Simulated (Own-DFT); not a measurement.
# Response to strain: hcp Ru, 36 atoms (Ru36)

Calculated results; nothing here was measured. The program, named Own-DFT, is a retired in-house plane-wave density functional code that no person has reviewed. Each row is one single-point run on a periodic cell that was not relaxed, without spin or spin-orbit coupling.

Settings of every run: PBE; PseudoDojo norm-conserving scalar-relativistic files; cutoff 50 hartree; 5 x 5 x 4 k mesh centred on Gamma; cold (Marzari-Vanderbilt) smearing of 0.2 eV.

Known limits: forces on such cells failed a check on a denser k mesh; stress not checked against mesh or cutoff.

Unstrained cell vectors in Å: (8.118, 0.000, 0.000); (-4.059, 7.030, 0.000); (0.000, 0.000, 8.563). The unstrained cell has measured lattice constants (interpolated for alloys), not those of this functional. That, the random moves and any unrelaxed bonds set the pressure at no strain. Each run strains this cell uniformly, with the atoms carried along. Every atom was also moved at random, by a Gaussian of width 0.05 Å on each axis. Strain is the symmetric tensor, in per cent. Stress is positive in tension, and the pressure is minus a third of its trace.

| run | e_xx (%) | e_yy (%) | e_zz (%) | e_yz (%) | e_xz (%) | e_xy (%) | s_xx (GPa) | s_yy (GPa) | s_zz (GPa) | s_yz (GPa) | s_xz (GPa) | s_xy (GPa) | P (GPa) | E (meV/atom) |
|---|---|---|---|---|---|---|---|---|---|---|---|---|---|---|
| 1 | -1.82 | 1.67 | -1.46 | 0.95 | 1.01 | -0.30 | -18.85 | -4.49 | -17.99 | 3.94 | 4.43 | -1.40 | 13.77 | 31.8 |
| 2 | -0.09 | 1.93 | -1.24 | -1.87 | 0.76 | -0.45 | -7.57 | -0.34 | -12.70 | -6.94 | 3.57 | -0.96 | 6.87 | 34.1 |
| 3 | 1.44 | -0.01 | -1.92 | 0.95 | -1.05 | 0.24 | -2.52 | -8.83 | -17.85 | 3.81 | -4.24 | 0.86 | 9.73 | 17.3 |
| 4 | 1.90 | -0.70 | 0.89 | 0.69 | 1.53 | -1.23 | 3.03 | -6.85 | 0.39 | 2.58 | 5.30 | -5.02 | 1.14 | 14.3 |
| 5 | -1.86 | 1.85 | -0.59 | 1.03 | 1.16 | 0.14 | -18.05 | -1.13 | -11.97 | 3.80 | 4.38 | 1.10 | 10.38 | 32.8 |
| 6 | -0.93 | -0.92 | -1.72 | 1.73 | 0.14 | -1.57 | -19.94 | -21.39 | -25.96 | 7.58 | 0.58 | -7.14 | 22.43 | 85.0 |
| 7 | -1.17 | 0.33 | 0.86 | 0.27 | 0.97 | 0.48 | -13.56 | -5.64 | -4.79 | 0.58 | 3.44 | 1.67 | 8.00 | 25.9 |
| 8 | 1.69 | 0.58 | -1.37 | 0.31 | 0.98 | 0.41 | 0.25 | -4.15 | -11.76 | 1.27 | 3.80 | 1.31 | 5.22 | 16.1 |
| 9 | 1.01 | 0.88 | -0.26 | 1.29 | 1.98 | 0.22 | -1.80 | -1.53 | -7.37 | 4.62 | 7.72 | 0.55 | 3.57 | 31.7 |
| 10 | 1.99 | -1.17 | -0.56 | 0.49 | -1.93 | 1.47 | -0.64 | -12.41 | -10.49 | 2.01 | -7.19 | 6.69 | 7.84 | 36.0 |
| 11 | 1.68 | 1.33 | -1.15 | -0.09 | 1.25 | -0.78 | 2.86 | 1.14 | -9.38 | -0.40 | 4.72 | -3.01 | 1.79 | 3.1 |
| 12 | -0.31 | 1.90 | -1.28 | 0.74 | -0.06 | 0.47 | -8.51 | -0.07 | -13.75 | 2.80 | -0.15 | 1.79 | 7.44 | 25.1 |
| 13 | -0.15 | 0.59 | 0.25 | 0.14 | 1.50 | 0.43 | -5.78 | -3.98 | -5.26 | 0.37 | 5.50 | 1.80 | 5.01 | 0.0 |
| 14 | -0.68 | -1.54 | -0.78 | -0.29 | -1.25 | 1.50 | -18.10 | -22.01 | -19.08 | -1.25 | -5.21 | 6.40 | 19.73 | 65.2 |
| 15 | -0.85 | -1.59 | 2.00 | 0.31 | 0.28 | -1.11 | -12.23 | -15.51 | 1.53 | 1.14 | 0.81 | -5.38 | 8.73 | 16.6 |
| 16 | -0.05 | 1.09 | -0.71 | 0.13 | 0.14 | 1.94 | ? | ? | ? | ? | ? | ? | ? | ? |

E is the free energy for each atom above the lowest run shown.

## Worked fit

Each stress component was fitted by least squares to a constant and the strains of the runs shown, as fractions, with shears doubled. Shear strains stay in the fit of a normal stress only where such slopes are resolved. The slopes, in GPa:

```
stress  at no strain  per e_xx  per e_yy  per e_zz  scatter
  s_xx          -8.4  617 ± 18  221 ± 21  210 ± 24     0.89
  s_yy          -8.2  216 ± 15  650 ± 18  253 ± 20     0.76
  s_zz          -8.2  226 ± 18  237 ± 22  711 ± 24     0.91
```

Each shear stress against twice its own strain: yz 192 ± 3, xz 188 ± 7, xy 210 ± 8 GPa. These are stiffnesses along x, y and z of the frame in which the cell vectors are given, which need not be the crystal's axes. The atoms are held to the strained lattice; where symmetry lets them move under strain, relaxing them would lower some slopes. The table should be nearly symmetric about its diagonal, and what it lacks of that shows the noise. A ninth of its sum, 371 ± 11 GPa, estimates the bulk modulus near the mean pressure of these runs, 8.8 GPa, so it lies above the value at zero pressure.

## Withheld run

Question: what normal stresses and pressure should run 16 give?

The fit gives s_xx = -7.8, s_yy = -3.0, s_zz = -10.8 and P = 7.2 GPa. The calculation gave -7.57, -2.79, -10.02 and P = 6.80 GPa.
